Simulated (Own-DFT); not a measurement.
# One trend across several semiconductors

The numbers are computed, not measured, by runs of the plane-wave DFT program Own-DFT (in-house, retired, unreviewed) at fixed positions, with no spin and no spin-orbit coupling.

Known weak points (not all hold for every row): forces on such cells moved up to 12 meV/angstrom on a denser k mesh; forces not confirmed at this smearing and k mesh; k mesh not checked against a denser one; forces on such cells passed a denser k mesh, each cell not checked; stress not checked against mesh or cutoff.

All runs are PBE with PseudoDojo norm-conserving files; cutoff and k mesh are each material's own. Every cell starts from measured lattice constants and was given uniform random strains and small random moves of its atoms. Each triple is the change of volume in per cent, the rms move u in Å and the pressure in GPa.

- 3C SiC (C48Si48), 10.36 Å³/atom unstrained: (-1.80, 0.052, 10.02); (-1.50, 0.048, 8.70); (0.14, 0.051, 5.11); (0.64, 0.053, 4.63); (1.23, 0.054, 3.22); (1.59, 0.048, 1.61); (2.63, 0.049, -0.40)
- wurtzite AlN (Al36N36), 10.45 Å³/atom unstrained: withheld
- wurtzite GaN (Ga36N36), 11.42 Å³/atom unstrained: (-2.23, 0.049, 12.61); (-0.94, 0.050, 9.72); (-0.73, 0.051, 9.18); (0.50, 0.054, 7.41); (0.79, 0.052, 6.43); (0.90, 0.051, 6.13); (2.58, 0.048, 2.34)
- diamond silicon (Si64), 20.02 Å³/atom unstrained: (-3.08, 0.047, 6.08); (-2.89, 0.053, 6.07); (-1.20, 0.049, 3.87); (-0.67, 0.051, 3.32); (1.39, 0.050, 1.26); (2.71, 0.049, 0.29); (2.86, 0.048, -0.10)
- zincblende GaP (Ga32P32), 20.24 Å³/atom unstrained: (-3.81, 0.051, 7.39); (-2.69, 0.047, 6.00); (-0.06, 0.050, 3.33); (1.02, 0.049, 2.32); (2.12, 0.046, 1.40); (2.30, 0.048, 1.47); (2.95, 0.050, 1.34)
- grey tin (Sn64), 34.15 Å³/atom unstrained: (-3.29, 0.049, 5.67); (-3.21, 0.052, 5.67); (-1.98, 0.047, 4.76); (-0.30, 0.049, 3.90); (0.24, 0.051, 3.61); (0.70, 0.052, 3.33); (1.46, 0.051, 3.11)

## What the rows give

Fit a line to each set against the fractional change of volume; B is minus its slope, and u is nearly the same within a set. To take it to zero pressure, assume that B rises by 4 GPa for each GPa: B0 = B - 4 x (mean pressure). The bond length of an ideal tetrahedral crystal with the unstrained volume v is d = (√3/4)(8 v)^(1/3). Cohen's empirical rule reads B0 = (1971 - 220 L) d^(-3.5) GPa, with L = 0 for group IV crystals and SiC and 1 for III-V compounds.

| material | L | d (Å) | B (GPa) | mean P (GPa) | B0 (GPa) | rule (GPa) |
|---|---|---|---|---|---|---|
| 3C SiC (C48Si48) | 0 | 1.888 | 228 ± 10 | 4.7 | 209 ± 10 | 213 |
| wurtzite AlN (Al36N36) | 1 | 1.893 | ? | ? | ? | 188 |
| wurtzite GaN (Ga36N36) | 1 | 1.950 | 207 ± 8 | 7.7 | 177 ± 8 | 169 |
| diamond silicon (Si64) | 0 | 2.352 | 103 ± 4 | 3.0 | 91 ± 4 | 99 |
| zincblende GaP (Ga32P32) | 1 | 2.360 | 93 ± 5 | 3.3 | 80 ± 5 | 87 |
| grey tin (Sn64) | 0 | 2.810 | 56 ± 2 | 4.3 | 39 ± 2 | 53 |

A line through ln[B0/(1971 - 220 L)] against ln d has a slope of -4.3 ± 0.2 and a scatter of 6 %. Against the rule, B0 stands at 98 % for 3C SiC, 104 % for wurtzite GaN, 93 % for diamond silicon, 92 % for zincblende GaP, 73 % for grey tin. PBE tends to make silicon and heavier crystals too soft, and the rule itself is only a guide.

## Test on the hidden row

Question: what B0 does the fitted trend give for wurtzite AlN (Al36N36)?

From the line: 195 GPa. Its own runs give B = 217 ± 6 GPa at a mean pressure of 5.3 GPa, so B0 = 195 GPa.
